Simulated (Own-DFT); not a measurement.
AlGa3N4 (wurtzite random alloy, atoms displaced) (calculated)

All values are calculated (Own-DFT development build). A calculation, not a measurement: plane-wave density functional theory by an unreviewed code, no spin, of a simulated periodic cell, stress positive in tension, run twice, with PBE and with PBEsol, both on files made for PBE, so the change isn't that of files made for PBEsol, forces on such cells passed a denser k mesh, this cell's mesh not checked; the far tail of each file's local potential was reset to the Coulomb form; each entry is a single point on an unrelaxed cell, so the pressure reflects the starting lattice, mostly measured values (interpolated for alloys), from which strain is counted, and rises with the displacements; printed positions are rounded, which can move forces by about a meV/angstrom; the program, named Own-DFT, is a retired in-house code; no spin-orbit coupling; stress was not checked against mesh or cutoff.

```json
{"formula": "AlGa3N4", "kind": "wurtzite random alloy, atoms displaced", "structure": {"cell_angstrom": [[9.5092, 0.0, 0.0], [-4.7546, 8.2353, 0.0], [0.0, 0.0, 10.2685]], "atoms_fractional": [["Ga", 0.11285, 0.22271, 2e-05], ["Al", 0.22039, 0.10963, 0.24518], ["N", 0.10937, 0.2143, 0.18725], ["N", 0.23048, 0.1136, 0.43565], ["Ga", 0.10535, 0.21793, 0.5021], ["Ga", 0.22301, 0.11259, 0.75251], ["N", 0.11401, 0.21966, 0.69367], ["N", 0.21759, 0.10902, 0.9405], ["Ga", 0.11702, 0.55206, 0.00427], ["Al", 0.22267, 0.45252, 0.24977], ["N", 0.10913, 0.55078, 0.18827], ["N", 0.23188, 0.44632, 0.43936], ["Ga", 0.11598, 0.55403, 0.50026], ["Ga", 0.22144, 0.44026, 0.75611], ["N", 0.11217, 0.56202, 0.68528], ["N", 0.22406, 0.44434, 0.93845], ["Ga", 0.10901, 0.88401, 0.99837], ["Ga", 0.21711, 0.7708, 0.24985], ["N", 0.11307, 0.8926, 0.18442], ["N", 0.22335, 0.77674, 0.4386], ["Ga", 0.10882, 0.88986, 0.50188], ["Ga", 0.21878, 0.7731, 0.75406], ["N", 0.11077, 0.89138, 0.69238], ["N", 0.2199, 0.77705, 0.93933], ["Ga", 0.44878, 0.22016, 0.00066], ["Ga", 0.55647, 0.11414, 0.2492], ["N", 0.44353, 0.22204, 0.18589], ["N", 0.55423, 0.10986, 0.43989], ["Al", 0.44864, 0.22571, 0.5001], ["Al", 0.55593, 0.11431, 0.75059], ["N", 0.44756, 0.22215, 0.68907], ["N", 0.55492, 0.10878, 0.94077], ["Al", 0.44546, 0.55362, 0.99792], ["Ga", 0.55346, 0.44145, 0.24817], ["N", 0.44391, 0.55424, 0.19629], ["N", 0.55901, 0.44766, 0.43932], ["Ga", 0.44118, 0.5553, 0.50416], ["Ga", 0.55086, 0.44693, 0.74984], ["N", 0.44721, 0.5576, 0.69046], ["N", 0.55671, 0.45248, 0.93772], ["Ga", 0.4433, 0.88581, 0.00527], ["Al", 0.55548, 0.78024, 0.25299], ["N", 0.44867, 0.88694, 0.18794], ["N", 0.54689, 0.77666, 0.43392], ["Ga", 0.44799, 0.88929, 0.50251], ["Ga", 0.55247, 0.77501, 0.74801], ["N", 0.44395, 0.88334, 0.69515], ["N", 0.5567, 0.77845, 0.9348], ["Ga", 0.77594, 0.22095, 0.00042], ["Ga", 0.8849, 0.10608, 0.24867], ["N", 0.77908, 0.21766, 0.18892], ["N", 0.88854, 0.11072, 0.43684], ["Ga", 0.77153, 0.21431, 0.5003], ["Ga", 0.8862, 0.10743, 0.75151], ["N", 0.77565, 0.21904, 0.68611], ["N", 0.89003, 0.11462, 0.93974], ["Ga", 0.76814, 0.55584, 0.99841], ["Ga", 0.88845, 0.4434, 0.2545], ["N", 0.77201, 0.55127, 0.18851], ["N", 0.89278, 0.44346, 0.43779], ["Ga", 0.78191, 0.55889, 0.4965], ["Ga", 0.89228, 0.44626, 0.75033], ["N", 0.78209, 0.5581, 0.68911], ["N", 0.89067, 0.44381, 0.94027], ["Ga", 0.77564, 0.8827, 0.99564], ["Al", 0.88738, 0.77281, 0.24872], ["N", 0.77581, 0.88311, 0.19411], ["N", 0.89191, 0.77641, 0.4373], ["Al", 0.77672, 0.88565, 0.49911], ["Al", 0.88688, 0.77191, 0.74508], ["N", 0.77616, 0.88332, 0.69084], ["N", 0.89285, 0.78166, 0.94008]]}, "settings": {"functional": "PBE, then PBEsol", "potential_files": "PseudoDojo norm-conserving, scalar-relativistic, standard set", "wave_cutoff [hartree]": 42.0, "occupations": "Fermi-Dirac", "smearing_width [eV]": 0.1, "k_mesh": "4 x 4 x 3 centred on Gamma"}, "results": {"PBE_pressure [GPa]": 6.15, "PBE_stress_xx [GPa]": -6.45, "PBE_stress_yy [GPa]": -4.87, "PBE_stress_zz [GPa]": -7.13, "PBE_stress_yz [GPa]": -0.53, "PBE_stress_xz [GPa]": -0.48, "PBE_stress_xy [GPa]": 0.48, "PBEsol_pressure [GPa]": 1.27, "PBEsol_stress_xx [GPa]": -1.57, "PBEsol_stress_yy [GPa]": -0.02, "PBEsol_stress_zz [GPa]": -2.22, "PBEsol_stress_yz [GPa]": -0.5, "PBEsol_stress_xz [GPa]": -0.47, "PBEsol_stress_xy [GPa]": 0.48, "force_element": ["Ga", "Al", "N", "N", "Ga", "Ga", "N", "N", "Ga", "Al", "N", "N", "Ga", "Ga", "N", "N", "Ga", "Ga", "N", "N", "Ga", "Ga", "N", "N", "Ga", "Ga", "N", "N", "Al", "Al", "N", "N", "Al", "Ga", "N", "N", "Ga", "Ga", "N", "N", "Ga", "Al", "N", "N", "Ga", "Ga", "N", "N", "Ga", "Ga", "N", "N", "Ga", "Ga", "N", "N", "Ga", "Ga", "N", "N", "Ga", "Ga", "N", "N", "Ga", "Al", "N", "N", "Al", "Al", "N", "N"], "PBE_force_x [eV/angstrom]": [-0.365, 0.317, -0.005, -0.278, 1.175, 0.7, -1.049, 1.14, -1.467, 1.264, 0.355, -1.694, -0.225, -0.523, 0.822, 1.135, 0.012, 0.152, -0.501, -0.268, 1.146, 0.03, -0.461, 0.794, -1.098, 0.091, -0.518, -0.91, -0.244, 0.369, 0.222, 0.009, -0.556, -0.344, -1.113, -0.07, 1.211, 1.574, -0.957, -0.956, 0.057, 0.447, -0.322, 2.182, -1.103, 0.496, -0.84, -0.326, 0.298, 0.803, -0.699, -0.044, 0.438, 0.066, -0.5, 0.091, 2.189, -0.302, 0.821, -0.215, 0.133, -0.201, -0.554, -0.364, -0.186, 0.084, -0.118, -1.329, -0.302, 0.118, 0.684, -0.416], "PBE_force_y [eV/angstrom]": [-0.475, 0.081, 1.665, 0.184, 0.507, -0.474, 0.4, 0.331, 0.395, -1.703, -0.091, -1.03, 0.179, 0.654, -1.465, 0.432, 0.686, 1.301, -0.778, 0.161, 0.348, 1.039, -0.806, -0.537, 0.236, -0.592, -0.59, 0.527, -0.107, -0.807, -0.057, -0.023, 0.817, 0.131, 0.817, -0.959, 0.355, -0.395, -0.594, -1.228, 0.071, -0.664, -0.224, 0.393, -0.094, 0.484, 1.825, -1.346, 0.272, 0.058, 0.687, -1.337, 0.982, 0.07, -0.076, -0.717, 0.413, -0.484, 1.016, -0.281, -0.848, -0.431, -0.053, 0.366, 1.101, 0.507, -0.849, 0.855, -0.01, 0.963, -0.098, -1.088], "PBE_force_z [eV/angstrom]": [0.336, 0.576, 0.906, -0.218, -0.371, 0.098, -0.723, -0.111, -0.864, 0.451, 0.644, -1.053, -0.323, -1.446, 0.737, 0.904, 0.169, 0.088, 1.393, 0.123, -0.123, -0.485, -0.099, 0.541, -0.538, 0.113, 0.659, -0.037, -0.066, 0.147, -0.458, -1.314, 0.972, 0.761, -1.76, 0.41, -0.642, -0.302, -0.122, 0.122, -1.099, -0.69, 1.028, 0.723, 0.312, 0.459, -0.588, 1.048, 0.03, -0.166, 0.137, 0.797, -0.249, -0.014, 0.951, -0.025, 0.261, -1.031, 0.224, 0.711, 0.6, 0.038, -0.019, 0.039, 0.922, -0.235, -0.308, -0.703, -0.196, 0.92, -1.328, -1.645], "PBEsol_force_x [eV/angstrom]": [-0.37, 0.328, -0.152, -0.403, 1.146, 0.673, -1.024, 1.111, -1.453, 1.249, 0.198, -1.655, -0.224, -0.51, 0.795, 0.975, 0.011, 0.145, -0.375, -0.261, 1.128, 0.041, -0.324, 0.776, -1.056, 0.101, -0.375, -0.752, -0.246, 0.37, 0.072, 0.006, -0.56, -0.324, -0.95, -0.063, 1.165, 1.536, -0.926, -0.769, 0.052, 0.445, -0.457, 2.016, -1.073, 0.477, -0.811, -0.312, 0.295, 0.778, -0.687, -0.042, 0.442, 0.065, -0.358, 0.088, 2.139, -0.295, 0.787, -0.216, 0.135, -0.193, -0.536, -0.353, -0.178, 0.112, -0.12, -1.175, -0.315, 0.116, 0.534, -0.416], "PBEsol_force_y [eV/angstrom]": [-0.478, 0.073, 1.601, 0.096, 0.505, -0.461, 0.389, 0.326, 0.383, -1.717, 0.006, -0.994, 0.184, 0.632, -1.43, 0.346, 0.669, 1.275, -0.857, 0.148, 0.332, 1.006, -0.711, -0.524, 0.223, -0.578, -0.499, 0.442, -0.097, -0.81, 0.029, -0.015, 0.819, 0.138, 0.731, -0.793, 0.346, -0.389, -0.581, -1.274, 0.089, -0.663, -0.141, 0.33, -0.116, 0.477, 1.648, -1.184, 0.263, 0.067, 0.667, -1.17, 0.964, 0.075, -0.009, -0.701, 0.391, -0.479, 0.843, -0.267, -0.828, -0.416, -0.226, 0.347, 1.085, 0.496, -0.675, 0.765, -0.014, 0.968, -0.02, -1.062], "PBEsol_force_z [eV/angstrom]": [0.327, 0.571, 0.78, -0.123, -0.356, 0.097, -0.705, -0.121, -0.845, 0.451, 0.564, -0.877, -0.301, -1.406, 0.726, 0.826, 0.181, 0.081, 1.256, 0.115, -0.119, -0.477, -0.145, 0.522, -0.506, 0.098, 0.595, -0.083, -0.052, 0.158, -0.354, -1.133, 0.983, 0.738, -1.697, 0.349, -0.628, -0.289, -0.12, 0.055, -1.067, -0.699, 0.931, 0.854, 0.293, 0.457, -0.623, 0.977, 0.041, -0.168, 0.135, 0.734, -0.244, -0.003, 0.87, -0.034, 0.265, -1.009, 0.173, 0.679, 0.587, 0.032, -0.081, 0.026, 0.894, -0.244, -0.39, -0.578, -0.185, 0.934, -1.209, -1.48], "rms_change_of_force_components_from_PBE_to_PBEsol [eV/angstrom]": 0.067}}
```
